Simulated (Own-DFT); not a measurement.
# Point defects and the pressure they add: wurtzite GaN

Calculated, not measured: single-point runs of Own-DFT, a retired in-house plane-wave DFT program that no person has reviewed, on unrelaxed cells, without spin or spin-orbit coupling.

Settings: PBE; PseudoDojo norm-conserving scalar-relativistic files; cutoff 42 hartree; 4 x 4 x 3 k mesh centred on Gamma; Fermi-Dirac smearing of 0.1 eV.

Keep in mind (not all hold for every row): some atoms lie very close together; not probed for a lower state with spin; forces not confirmed at this smearing and k mesh; stress not checked against mesh or cutoff.

All runs share one cell, with vectors in Å (9.567, 0.000, 0.000); (-4.784, 8.285, 0.000); (0.000, 0.000, 10.370) and a volume of 822.0 Å³. u is the rms random offset of the atoms per axis. The defect's site can differ from row to row.

| cell | formula | u (Å) | P (GPa) |
|---|---|---|---|
| no defect | Ga36N36 | 0.0198 | 5.90 |
| no defect | Ga36N36 | 0.0204 | 5.96 |
| no defect | Ga36N36 | 0.0477 | 7.48 |
| one Ga on an N site | Ga37N35 | 0.0288 | 11.91 |
| one Ga on an N site | Ga37N35 | 0.0481 | 13.07 |
| one Ga on an N site | Ga37N35 | 0.0519 | 13.38 |
| one N on a Ga site | Ga35N37 | 0.0306 | 5.67 |
| one N on a Ga site | Ga35N37 | 0.0319 | 5.77 |
| one N on a Ga site | Ga35N37 | 0.0539 | 6.72 |
| one N on a Ga site | Ga35N37 | 0.0549 | ? |

## Fit

P = P0 + c u² + a shift for each defect gives P0 = 5.72 GPa, c = 702 ± 63 GPa/Å² and a scatter of 0.16 GPa. The shifts, and each times the cell's volume:

- one Ga on an N site: 5.69 ± 0.15 GPa, 29.2 eV
- one N on a Ga site: -0.81 ± 0.14 GPa, -4.1 eV

A positive shift means that the defect pushes the cell outwards. Shift times volume (160.2 GPa Å³ is 1 eV) depends little on the cell's size, so, taken for each site, it can be compared between cells at like pressure. The atoms around the defects weren't relaxed, which would change these numbers.

## Prediction

Q: what pressure belongs in the blank (one N on a Ga site, u = 0.0549 Å)?

Estimate: 7.04 ± 0.21 GPa. The hidden result is 7.20 GPa.
